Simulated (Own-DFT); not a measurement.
# One host, several defects: C11b WSi2

Everything here is calculated. The program is Own-DFT (plane waves, in-house, since retired, never reviewed by a person); positions were held fixed, and spin and spin-orbit coupling were off.

Method: PBE; PseudoDojo norm-conserving scalar-relativistic files; cutoff 50 hartree; 5 x 5 x 5 k mesh centred on Gamma; cold (Marzari-Vanderbilt) smearing of 0.2 eV.

Known weak points: forces on such cells failed a check on a denser k mesh; stress not checked against mesh or cutoff.

All runs share one cell, with vectors in Å (-2.148, -5.953, 3.409); (-6.444, 2.976, 1.136); (-2.553, -2.948, -6.757) and a volume of 403.2 Å³. Atoms were moved at random from their sites; u is the rms move along one axis. The defect's site can differ from row to row.

```
cell,formula,u (Å),P (GPa)
no defect,Si20W10,0.0193,4.51
no defect,Si20W10,0.0474,6.03
no defect,Si20W10,0.0486,6.27
one W on a Si site,Si19W11,0.0319,10.45
one W on a Si site,Si19W11,0.0471,10.90
one W on a Si site,Si19W11,0.0519,10.55
one Si on a W site,Si21W9,0.0275,5.81
one Si on a W site,Si21W9,0.0298,6.47
one Si on a W site,Si21W9,0.0448,?
one Si on a W site,Si21W9,0.0476,7.19
one Si vacancy,Si19W10,0.0275,3.22
one Si vacancy,Si19W10,0.0496,3.99
one Si vacancy,Si19W10,0.0549,5.27
```

## Worked fit

P = P0 + c u² + a shift for each defect gives P0 = 4.47 GPa, c = 684 ± 145 GPa/Å² and a scatter of 0.42 GPa. The shifts, and each times the cell's volume:

- one W on a Si site: 4.82 ± 0.34 GPa, 12.1 eV
- one Si on a W site: 1.13 ± 0.34 GPa, 2.8 eV
- one Si vacancy: -1.72 ± 0.34 GPa, -4.3 eV

Positive is outwards. The product with the volume (160.2 GPa Å³ to the eV) is nearly free of the cell's size; divided by the bulk modulus at the cell's pressure it gives the volume that the defect adds. The atoms around the defects weren't relaxed, which would change these numbers.

## Test on the hidden row

The question: what pressure belongs in the blank (one Si on a W site, u = 0.0448 Å)?

Estimate: 6.97 ± 0.49 GPa. The hidden result is 7.09 GPa.
